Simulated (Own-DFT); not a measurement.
# Point defects and the pressure they add: 2H SiC

Calculated, not measured: single-point runs of Own-DFT, a retired in-house plane-wave DFT program that no person has reviewed, on unrelaxed cells, without spin or spin-orbit coupling.

All runs used: PBE; PseudoDojo norm-conserving scalar-relativistic files; cutoff 42 hartree; 4 x 4 x 3 k mesh centred on Gamma; Fermi-Dirac smearing of 0.1 eV.

Keep in mind (not all hold for every row): some atoms lie very close together; not probed for a lower state with spin; forces on such cells passed a denser k mesh, each cell not checked; stress not checked against mesh or cutoff.

All runs share one cell, with vectors in Å (9.248, 0.000, 0.000); (-4.624, 8.009, 0.000); (0.000, 0.000, 10.068) and a volume of 745.7 Å³. The atoms are randomly displaced, by u rms on each axis. The defect's site can differ from row to row.

```
                                     cell     formula   u (Å)  P (GPa)
                                no defect     C36Si36  0.0295     3.88
                                no defect     C36Si36  0.0575     6.77
                                no defect     C36Si36  0.0622     7.01
                 two Al on a Si site each  Al2C36Si34  0.0303     5.77
                 two Al on a Si site each  Al2C36Si34  0.0467     6.83
                 two Al on a Si site each  Al2C36Si34  0.0475     7.17
one C on a Si site and one Si on a C site     C36Si36  0.0294     7.74
one C on a Si site and one Si on a C site     C36Si36  0.0296     7.63
one C on a Si site and one Si on a C site     C36Si36  0.0503     9.04
                   two N on a C site each   C34N2Si36  0.0278     2.83
                   two N on a C site each   C34N2Si36  0.0303     3.00
                   two N on a C site each   C34N2Si36  0.0459     4.08
                   two N on a C site each   C34N2Si36  0.0480        ?
                       one C on a Si site     C37Si35  0.0327     2.10
                       one C on a Si site     C37Si35  0.0521     3.68
                       one C on a Si site     C37Si35  0.0531     3.40
```

## Working it out

P = P0 + c u² + a shift for each defect gives P0 = 3.29 GPa, c = 970 ± 58 GPa/Å² and a scatter of 0.19 GPa. The shifts, and each times the cell's volume:

- one C on a Si site and one Si on a C site: 3.47 ± 0.17 GPa, 16.1 eV
- two Al on a Si site each: 1.57 ± 0.17 GPa, 7.3 eV (3.7 eV for each of its 2 sites)
- two N on a C site each: -1.21 ± 0.18 GPa, -5.6 eV (-2.8 eV for each of its 2 sites)
- one C on a Si site: -2.36 ± 0.16 GPa, -11.0 eV

Against the defect-free cell, a freed cell would be larger where the shift is positive and smaller where it is negative (160.2 GPa Å³ is 1 eV). The atoms around the defects weren't relaxed, which would change these numbers.

## Withheld run

Q: what pressure belongs in the blank (two N on a C site each, u = 0.0480 Å)?

Estimate: 4.31 ± 0.23 GPa. The hidden result is 3.74 GPa.
